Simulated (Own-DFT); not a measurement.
# Which defects push the lattice out? D0_22 TiAl3

Calculated, not measured: single-point runs of Own-DFT, a retired in-house plane-wave DFT program that no person has reviewed, on unrelaxed cells, without spin or spin-orbit coupling.

Settings: PBEsol; PseudoDojo norm-conserving scalar-relativistic files, made for PBE; cutoff 42 hartree; 4 x 4 x 4 k mesh centred on Gamma; cold (Marzari-Vanderbilt) smearing of 0.2 eV.

Known weak points: forces on such cells failed a check on a denser k mesh; stress not checked against mesh or cutoff.

All runs share one cell, with vectors in Å (-2.365, -6.981, 4.326); (-7.667, 3.491, 1.442); (-2.950, -3.488, -7.241) and a volume of 625.4 Å³. u is the rms random offset of the atoms per axis. The defect's site can differ from row to row.

| cell | formula | u (Å) | P (GPa) |
|---|---|---|---|
| no defect | Al30Ti10 | 0.0191 | 0.05 |
| no defect | Al30Ti10 | 0.0203 | 0.07 |
| no defect | Al30Ti10 | 0.0541 | 0.83 |
| two Ti on an Al site each | Al28Ti12 | 0.0275 | 0.94 |
| two Ti on an Al site each | Al28Ti12 | 0.0283 | 1.28 |
| two Ti on an Al site each | Al28Ti12 | 0.0470 | 1.37 |
| two Al on a Ti site each | Al32Ti8 | 0.0301 | 1.23 |
| two Al on a Ti site each | Al32Ti8 | 0.0471 | 1.64 |
| two Al on a Ti site each | Al32Ti8 | 0.0516 | 1.67 |
| one Ti vacancy | Al30Ti9 | 0.0301 | 0.09 |
| one Ti vacancy | Al30Ti9 | 0.0472 | 0.45 |
| one Ti vacancy | Al30Ti9 | 0.0483 | 0.58 |
| two Al vacancies | Al28Ti10 | 0.0276 | ? |
| two Al vacancies | Al28Ti10 | 0.0302 | -0.72 |
| two Al vacancies | Al28Ti10 | 0.0496 | -0.12 |
| two Al vacancies | Al28Ti10 | 0.0559 | 0.18 |

## What the rows give

P = P0 + c u² + a shift for each defect gives P0 = -0.06 GPa, c = 308 ± 33 GPa/Å² and a scatter of 0.11 GPa. The shifts, and each times the cell's volume:

- two Al on a Ti site each: 0.98 ± 0.09 GPa, 3.8 eV (1.9 eV for each of its 2 sites)
- two Ti on an Al site each: 0.88 ± 0.09 GPa, 3.4 eV (1.7 eV for each of its 2 sites)
- one Ti vacancy: -0.12 ± 0.09 GPa, -0.5 eV (not resolved)
- two Al vacancies: -0.83 ± 0.10 GPa, -3.2 eV (-1.6 eV for each of its 2 sites)

Positive is outwards. The product with the volume (160.2 GPa Å³ to the eV) is nearly free of the cell's size; divided by the bulk modulus at the cell's pressure it gives the volume that the defect adds. The atoms around the defects weren't relaxed, which would change these numbers.

## The run left out

Q: what pressure belongs in the blank (two Al vacancies, u = 0.0276 Å)?

Estimate: -0.66 ± 0.14 GPa. The run itself gave -0.76 GPa.
